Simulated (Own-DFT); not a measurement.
# Strain and stress in wurtzite GaN, 72 atoms (Ga36N36)

Calculated results; nothing here was measured. They come from Own-DFT, an in-house plane-wave density functional program, since retired, whose code no person has reviewed. Each row is one single-point run on a periodic cell that was not relaxed, without spin or spin-orbit coupling.

Settings of every run: PBE; PseudoDojo norm-conserving scalar-relativistic files; cutoff 42 hartree; 4 x 4 x 3 k mesh centred on Gamma; Fermi-Dirac smearing of 0.1 eV.

Known limits: forces not confirmed at this smearing and k mesh; stress not checked against mesh or cutoff.

Unstrained cell vectors in Å: (9.567, 0.000, 0.000); (-4.783, 8.285, 0.000); (0.000, 0.000, 10.370). The unstrained cell has measured lattice constants (interpolated for alloys), not those of this functional. That, the random moves and any unrelaxed bonds set the pressure at no strain. Each run strains this cell uniformly, with the atoms carried along. Every atom was also moved at random, by a Gaussian of width 0.05 Å on each axis. Strain is the symmetric tensor, in per cent. Stress is positive in tension, and the pressure is minus a third of its trace.

```
run  e_xx (%)  e_yy (%)  e_zz (%)  e_yz (%)  e_xz (%)  e_xy (%)  s_xx (GPa)  s_yy (GPa)  s_zz (GPa)  s_yz (GPa)  s_xz (GPa)  s_xy (GPa)  P (GPa)  E (meV/atom)
  1     -0.20      1.40      1.91     -0.06      0.96      1.77       -6.65       -0.56        2.00       -0.33        2.39        4.99     1.74           0.0
  2      1.74     -1.35      1.37      0.52     -1.58     -0.90       -0.10      -10.27       -2.66        1.65       -3.04       -3.12     4.34          19.7
  3      0.41      1.36      1.73     -1.29      1.52     -1.41       -3.16       -1.27        0.91       -2.98        1.49       -3.40     1.17           9.2
  4     -1.29     -1.49      0.69      1.17      0.74      0.83      -15.55      -15.87       -7.47        2.50        1.15        3.62    12.96          49.9
  5     -1.90     -1.49     -1.98      0.19      1.41      0.66      -20.64      -17.48      -22.49        1.76        3.67        2.84    20.20          74.5
  6      0.13      1.15      1.36     -1.99     -0.24      1.26       -5.05       -1.21       -1.47       -4.22       -0.31        4.10     2.58           5.0
  7     -1.82     -1.87     -0.12      1.20      0.33     -1.65      -19.62      -17.66      -11.97        3.28        0.64       -5.68    16.41          53.7
  8      1.36      0.93      0.16     -0.29      0.13      1.70       -1.56       -3.43       -4.42       -0.52       -0.09        4.75     3.14          14.1
  9     -0.69     -0.02     -1.08     -1.87      1.05     -1.09      -10.11       -9.12      -14.41       -4.62        2.57       -3.15    11.22          26.7
 10     -0.46     -1.09      1.56      1.98     -0.80      0.41      -10.18      -11.26       -2.84        3.81       -1.21        1.43     8.09          25.8
 11     -0.35     -0.43      1.54      0.33      0.77     -0.58       -9.54       -8.91       -1.12        0.56        1.98       -2.38     6.52          19.8
 12     -0.69      0.79      1.58     -1.92     -1.02      0.49       -8.94       -3.59       -1.50       -3.32       -2.96        0.93     4.67          19.5
 13      0.72      1.26      1.25      0.71      0.61      1.00       -2.06       -1.22       -1.02        1.04        0.25        1.83     1.43           2.6
 14     -1.26      1.24      0.76     -1.32     -0.15      1.13      -13.28       -3.83       -3.08       -3.08       -0.53        2.55     6.73          28.9
 15      1.94     -1.51      0.72     -1.86      0.24      1.31       -1.68      -11.00       -4.31       -3.83        0.68        3.92     5.67          21.2
 16     -1.17     -1.31      1.87     -1.34     -0.15     -1.12           ?           ?           ?           ?           ?           ?        ?             ?
```

E is the free energy for each atom above the lowest run shown.

## Worked fit

Each stress component was fitted by least squares to a constant and the strains of the runs shown, as fractions, with shears doubled. Shear strains stay in the fit of a normal stress only where such slopes are resolved. The slopes, in GPa:

```
stress,at no strain,per e_xx,per e_yy,per e_zz,scatter
s_xx,-8.2,465 ± 23,126 ± 22,64 ± 27,0.95
s_yy,-7.9,108 ± 15,405 ± 14,82 ± 18,0.61
s_zz,-8.5,86 ± 23,105 ± 21,481 ± 27,0.94
```

Each shear stress against twice its own strain: yz 103 ± 7, xz 99 ± 12, xy 155 ± 10 GPa. These are stiffnesses along x, y and z of the frame in which the cell vectors are given, which need not be the crystal's axes. The atoms are held to the strained lattice; where symmetry lets them move under strain, relaxing them would lower some slopes. The table should be nearly symmetric about its diagonal, and what it lacks of that shows the noise. A ninth of its sum, 214 ± 3 GPa, estimates the bulk modulus near the mean pressure of these runs, 7.1 GPa, so it lies above the value at zero pressure.

## Withheld run

Question: what normal stresses and pressure should run 16 give?

The fit gives s_xx = -14.1, s_yy = -13.0, s_zz = -1.9 and P = 9.7 GPa. The calculation gave -15.31, -11.72, -2.00 and P = 9.67 GPa.
